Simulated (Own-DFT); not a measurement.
# Misfit strain and the stress it brings: wurtzite AlGaN with randomly placed atoms, 72 atoms (Al27Ga9N36)

Calculated, not measured: single-point runs of Own-DFT, a retired in-house plane-wave DFT program that no person has reviewed, on unrelaxed cells, without spin or spin-orbit coupling.

Settings: PBE; PseudoDojo norm-conserving scalar-relativistic files; cutoff 42 hartree; 4 x 4 x 3 k mesh centred on Gamma; Fermi-Dirac smearing of 0.1 eV.

Known weak points: forces on such cells passed a denser k mesh, each cell not checked; stress not checked against mesh or cutoff.

Unstrained cell vectors in Å: (9.394, 0.000, 0.000); (-4.697, 8.135, 0.000); (0.000, 0.000, 10.066). The unstrained cell has measured lattice constants (interpolated for alloys), not those of this functional. That, the random moves and any unrelaxed bonds set the pressure at no strain. Each run strains x and y alike by e, as a substrate would, and holds the height along z. Each coordinate of each atom was shifted by a normal deviate of width 0.05 Å. The random placing of the alloy's atoms differs from row to row. Stress is positive in tension.

```
e (%),u (Å),(s_xx + s_yy)/2 (GPa),s_zz (GPa)
-3.00,0.047,-26.82,-11.51
-2.50,0.055,-24.45,-9.99
-2.25,0.051,-20.93,-10.08
-1.25,0.052,-14.11,-9.46
-1.00,0.047,-11.76,-9.08
-0.50,0.043,-8.64,-7.14
1.75,0.051,?,?
2.00,0.048,4.18,-4.38
2.25,0.049,5.66,-4.70
2.75,0.046,7.82,-3.65
```

## What the rows give

With e as a fraction, the in-plane stress is -5.8 + 598 e - 4099 e² GPa (errors 10 and 727, scatter 0.62), and s_zz is -7.3 + 130 e GPa (slope ± 8, scatter 0.51). At e = 0 the first slope is C11 + C12 and the second 2 C13, both with the ions held to the strained lattice and at the cell's own pressure. The term in e² is negative: the layer stiffens under compression and softens under tension. A free layer would change its height as e changes, and the in-plane slope would drop by 2 C13²/C33 to the biaxial modulus. At fixed height, a misfit of 1 % moves the in-plane stress by about 6.0 GPa and s_zz by 1.3 GPa.

## The run left out

The question: what are the two stresses at e = 1.75 %?

The fitted form gives 3.5 and -5.0 GPa. DFT gave 2.54 and -5.59 GPa.
